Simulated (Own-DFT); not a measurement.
# Strain and stress in hcp Hf, 36 atoms (Hf36)

Calculated results; nothing here was measured. The program, named Own-DFT, is a retired in-house plane-wave density functional code that no person has reviewed. Each row is one single-point run on a periodic cell that was not relaxed, without spin or spin-orbit coupling.

Settings of every run: PBE; PseudoDojo norm-conserving scalar-relativistic files; cutoff 42 hartree; 4 x 4 x 4 k mesh centred on Gamma; cold (Marzari-Vanderbilt) smearing of 0.2 eV.

Known limits: hafnium file: forces about 75 meV/angstrom off all-electron values; forces on such cells passed a denser k mesh, each cell not checked; stress not checked against mesh or cutoff.

Unstrained cell vectors in Å: (9.589, 0.000, 0.000); (-4.795, 8.304, 0.000); (0.000, 0.000, 10.102). The unstrained cell has measured lattice constants (interpolated for alloys), not those of this functional. That, the random moves and any unrelaxed bonds set the pressure at no strain. Each run strains this cell uniformly, with the atoms carried along. Every atom was also moved at random, by a Gaussian of width 0.05 Å on each axis. Strain is the symmetric tensor, in per cent. Stress is positive in tension, and the pressure is minus a third of its trace.

```
run,e_xx (%),e_yy (%),e_zz (%),e_yz (%),e_xz (%),e_xy (%),s_xx (GPa),s_yy (GPa),s_zz (GPa),s_yz (GPa),s_xz (GPa),s_xy (GPa),P (GPa),E (meV/atom)
1,-1.79,1.64,-1.49,-0.40,-0.57,0.23,-5.00,-0.35,-5.04,-0.36,-0.72,0.10,3.47,9.9
2,0.79,-1.99,-0.07,1.63,0.53,-0.22,-0.94,-4.86,-2.68,1.63,0.44,-0.36,2.83,5.1
3,-0.24,-1.19,-0.88,-1.49,-0.77,-1.66,-3.41,-4.49,-4.47,-1.56,-0.87,-2.40,4.12,10.5
4,1.59,-0.11,1.59,-1.82,-1.04,-1.34,2.91,0.06,2.28,-1.84,-1.03,-1.67,-1.75,10.0
5,0.55,0.84,-1.12,-1.60,-0.16,1.68,-0.70,-0.01,-2.97,-1.60,-0.13,1.85,1.23,4.6
6,1.41,-0.08,-0.13,-0.60,-1.20,-1.47,1.12,-0.73,-0.87,-0.73,-1.26,-2.05,0.16,1.3
7,-0.02,-0.74,1.87,-0.83,-1.87,1.33,-0.56,-1.46,1.47,-0.55,-1.70,2.16,0.18,6.7
8,-0.22,-1.91,-0.50,0.26,0.56,-0.93,-3.19,-5.94,-4.42,0.36,0.45,-1.41,4.52,12.1
9,1.87,1.63,0.64,-0.17,-0.78,-0.86,3.30,3.44,1.85,-0.19,-0.87,-1.19,-2.86,4.3
10,1.34,-0.33,-1.62,-1.25,1.64,-1.60,-0.03,-2.47,-4.35,-1.22,1.50,-2.02,2.28,10.5
11,1.24,0.24,0.12,-0.37,-0.43,0.60,0.98,0.26,-0.38,-0.39,-0.30,0.54,-0.29,0.0
12,1.43,1.75,-1.53,-1.89,-1.35,1.67,1.43,1.53,-2.73,-1.86,-1.29,1.95,-0.08,15.2
13,-0.35,0.11,-1.33,-1.80,1.45,-1.37,-2.97,-2.31,-4.82,-1.78,1.42,-1.64,3.36,15.2
14,1.38,-1.45,1.82,0.42,0.45,-1.56,1.65,-2.10,1.70,0.37,0.35,-2.36,-0.42,5.5
15,-1.46,0.56,1.34,-1.04,0.55,-0.57,-3.05,0.00,0.41,-0.93,0.52,-0.69,0.88,0.5
16,1.53,-0.17,1.55,1.72,1.35,-1.95,?,?,?,?,?,?,?,?
```

E is the free energy for each atom above the lowest run shown.

## Worked fit

Each stress component was fitted by least squares to a constant and the strains of the runs shown, as fractions, with shears doubled. Shear strains stay in the fit of a normal stress only where such slopes are resolved. The slopes, in GPa:

| stress | at no strain | per e_xx | per e_yy | per e_zz | scatter |
|---|---|---|---|---|---|
| s_xx | -1.4 | 194 ± 4 | 54 ± 4 | 68 ± 4 | 0.16 |
| s_yy | -1.4 | 57 ± 5 | 199 ± 5 | 74 ± 5 | 0.22 |
| s_zz | -1.8 | 71 ± 4 | 69 ± 3 | 201 ± 3 | 0.15 |

Each shear stress against twice its own strain: yz 49 ± 1, xz 50 ± 1, xy 66 ± 3 GPa. These are stiffnesses along x, y and z of the frame in which the cell vectors are given, which need not be the crystal's axes. The atoms are held to the strained lattice; where symmetry lets them move under strain, relaxing them would lower some slopes. The table should be nearly symmetric about its diagonal, and what it lacks of that shows the noise. A ninth of its sum, 110 ± 2 GPa, estimates the bulk modulus near the mean pressure of these runs, 1.2 GPa.

## Withheld run

Question: what normal stresses and pressure should run 16 give?

The fit gives s_xx = 2.5, s_yy = 0.3, s_zz = 2.3 and P = -1.7 GPa. The calculation gave 2.06, 0.32, 2.11 and P = -1.50 GPa.
